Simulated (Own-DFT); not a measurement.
# Point defects and the pressure they add: zincblende GaAs

Calculated, not measured: single-point runs of Own-DFT, a retired in-house plane-wave DFT program that no person has reviewed, on unrelaxed cells, without spin or spin-orbit coupling.

All runs used: PBE; PseudoDojo norm-conserving scalar-relativistic files; cutoff 42 hartree; 3 x 3 x 3 k mesh centred on Gamma; Fermi-Dirac smearing of 0.1 eV.

Known weak points (not all hold for every row): not probed for a lower state with spin; forces not confirmed at this smearing and k mesh; stress not checked against mesh or cutoff.

All runs share one cell, with vectors in Å (10.862, 0.000, 0.000); (0.000, 10.862, 0.000); (0.000, 0.000, 11.796) and a volume of 1391.7 Å³, strained against the parent crystal. Atoms were moved at random from their sites; u is the rms move along one axis. The defect's site can differ from row to row.

| cell | formula | u (Å) | P (GPa) |
|---|---|---|---|
| no defect | As32Ga32 | 0.0274 | 6.65 |
| no defect | As32Ga32 | 0.0504 | 7.04 |
| no defect | As32Ga32 | 0.0516 | 7.09 |
| one As vacancy and one Ga vacancy | As31Ga31 | 0.0277 | ? |
| one As vacancy and one Ga vacancy | As31Ga31 | 0.0302 | 5.81 |
| one As vacancy and one Ga vacancy | As31Ga31 | 0.0492 | 6.31 |
| one As vacancy and one Ga vacancy | As31Ga31 | 0.0522 | 6.25 |
| one Al on a Ga site | AlAs32Ga31 | 0.0277 | 6.63 |
| one Al on a Ga site | AlAs32Ga31 | 0.0284 | 6.64 |
| one Al on a Ga site | AlAs32Ga31 | 0.0507 | 7.02 |
| one In on a Ga site | As32Ga31In | 0.0277 | 7.35 |
| one In on a Ga site | As32Ga31In | 0.0282 | 7.38 |
| one In on a Ga site | As32Ga31In | 0.0288 | 7.38 |
| one P on an As site | As31Ga32P | 0.0296 | 6.39 |
| one P on an As site | As31Ga32P | 0.0313 | 6.41 |
| one P on an As site | As31Ga32P | 0.0494 | 6.74 |

## Worked fit

P = P0 + c u² + a shift for each defect gives P0 = 6.47 GPa, c = 233 ± 15 GPa/Å² and a scatter of 0.04 GPa. The shifts, and each times the cell's volume:

- one In on a Ga site: 0.72 ± 0.04 GPa, 6.2 eV
- one Al on a Ga site: -0.03 ± 0.03 GPa, -0.2 eV (not resolved)
- one P on an As site: -0.29 ± 0.03 GPa, -2.5 eV
- one As vacancy and one Ga vacancy: -0.81 ± 0.03 GPa, -7.1 eV

Positive is outwards. The product with the volume (160.2 GPa Å³ to the eV) is nearly free of the cell's size; divided by the bulk modulus at the cell's pressure it gives the volume that the defect adds. The atoms around the defects weren't relaxed, which would change these numbers.

## Test on the hidden row

Q: what pressure belongs in the blank (one As vacancy and one Ga vacancy, u = 0.0277 Å)?

The fit gives 5.83 ± 0.05 GPa. DFT gave 5.90 GPa.
